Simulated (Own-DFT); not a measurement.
# PBE and PBEsol under strain: C40 NbSi2, 36 atoms (Nb12Si24)

Calculated, not measured: single-point runs of Own-DFT, a retired in-house plane-wave DFT program that no person has reviewed, on unrelaxed cells, without spin or spin-orbit coupling.

Caveats: forces on such cells failed a check on a denser k mesh; stress not checked against mesh or cutoff.

Each geometry was run with PBE and with PBEsol, otherwise alike: PseudoDojo norm-conserving scalar-relativistic files made for PBE; cutoff 42 hartree; 4 x 4 x 5 k mesh centred on Gamma; cold (Marzari-Vanderbilt) smearing of 0.2 eV. Unstrained cell vectors in Å: (0.000, 8.324, 0.000); (-9.613, 0.000, 0.000); (0.000, 0.000, 6.586). Each has a uniform strain, of which the change of volume is shown, and random moves of rms u per axis.

| run | volume change (%) | u (Å) | P with PBE (GPa) | P with PBEsol (GPa) |
|---|---|---|---|---|
| 1 | -1.01 | 0.0504 | 5.16 | 1.45 |
| 2 | 1.02 | 0.0506 | 1.23 | -2.38 |
| 3 | -2.36 | 0.0455 | 7.37 | 3.61 |
| 4 | 2.38 | 0.0482 | -1.58 | -5.14 |
| 5 | -0.23 | 0.0473 | 4.08 | 0.41 |
| 6 | 0.26 | 0.0475 | 1.74 | -1.91 |
| 7 | -0.44 | 0.0510 | 4.04 | 0.36 |
| 8 | 2.55 | 0.0476 | -1.53 | -5.06 |
| 9 | -0.86 | 0.0512 | 4.36 | 0.66 |
| 10 | 3.10 | 0.0503 | -1.95 | -5.47 |
| 11 | -0.04 | 0.0539 | 3.07 | ? |

Q: by how much does PBEsol shrink this cell, and what belongs in the blank?

## Answer

Write v for the change of volume as a fraction. Fitted to v and u², the PBE pressure has a slope of -180 ± 9 GPa in v, with the ions held to the strained lattice. The difference PBEsol less PBE is -3.66 + 4.5 v GPa (slope ± 0.1) and averages -3.64 GPa. Divided by the mean slope of the two, 178 GPa, that makes PBEsol's volume at a given pressure, near 0 GPa, about 2.0 % smaller, or 0.68 % in lengths. At one volume PBEsol's slope is the smaller by 5 GPa, but its pressure there is lower too. If stiffness rises by about 4 GPa for each GPa, PBEsol at equal pressure is stiffer by about 10 GPa. Files made for PBEsol would give a different shift.

For run 11 the line gives -0.59 GPa. Computed: -0.60 GPa.
